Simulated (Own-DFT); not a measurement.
# How strain changes the stress of wurtzite GaN, 72 atoms (Ga36N36)

These are calculations, not measurements. The program, named Own-DFT, is a retired in-house plane-wave density functional code that no person has reviewed. Each row is one single-point run on a periodic cell that was not relaxed, without spin or spin-orbit coupling.

Settings of every run: PBE; PseudoDojo norm-conserving scalar-relativistic files (stringent for Ga); cutoff 96 hartree; 4 x 4 x 3 k mesh centred on Gamma; Gaussian smearing of 0.01 eV.

Known limits: forces not confirmed at this smearing and k mesh; stress not checked against mesh or cutoff.

Unstrained cell vectors in Å: (9.567, 0.000, 0.000); (-4.783, 8.285, 0.000); (0.000, 0.000, 10.370). The unstrained cell has measured lattice constants (interpolated for alloys), not those of this functional. That, the random moves and any unrelaxed bonds set the pressure at no strain. Each run strains this cell uniformly, with the atoms carried along. Every atom was also moved at random, by a Gaussian of width 0.05 Å on each axis. Strain is the symmetric tensor, in per cent. Stress is positive in tension, and the pressure is minus a third of its trace.

| run | e_xx (%) | e_yy (%) | e_zz (%) | s_xx (GPa) | s_yy (GPa) | s_zz (GPa) | P (GPa) | E (meV/atom) |
|---|---|---|---|---|---|---|---|---|
| 1 | 0.50 | 0.50 | 0.00 | -6.14 | -4.31 | -6.79 | 5.75 | 23.8 |
| 2 | -1.75 | -1.75 | 0.00 | -17.68 | -18.12 | -9.24 | 15.01 | 44.8 |
| 3 | -3.00 | -3.00 | 0.00 | -26.09 | -25.95 | -12.01 | 21.35 | 83.5 |
| 4 | -0.25 | -0.25 | 0.00 | -9.36 | -7.49 | -7.90 | 8.25 | 19.4 |
| 5 | -1.25 | -1.25 | 0.00 | -11.69 | -15.06 | -9.74 | 12.17 | 24.9 |
| 6 | 2.50 | 2.50 | 0.00 | 3.48 | 4.72 | -2.86 | -1.78 | 6.1 |
| 7 | 1.25 | 1.25 | 0.00 | -0.48 | -1.34 | -4.74 | 2.18 | 0.0 |
| 8 | -0.75 | -0.75 | 0.00 | -12.06 | -11.88 | -8.26 | 10.73 | 36.7 |
| 9 | 1.00 | 1.00 | 0.00 | ? | ? | ? | ? | ? |

E is the free energy for each atom above the lowest run shown.

## Worked fit

The change of volume is close to e_xx + e_yy + e_zz. A straight line through the runs shown gives P = 7.83 - 209 x (fractional change of volume) GPa, with an error of 8 on the slope and a scatter of 0.78 GPa. The strain isn't the same on all axes and the cell isn't cubic, so the slope belongs to this path and is not the bulk modulus.

## Withheld run

Question: what pressure should run 9 give? Its volume changes by 2.01 %.

The line gives 3.6 GPa. The calculation gave 3.13 GPa.
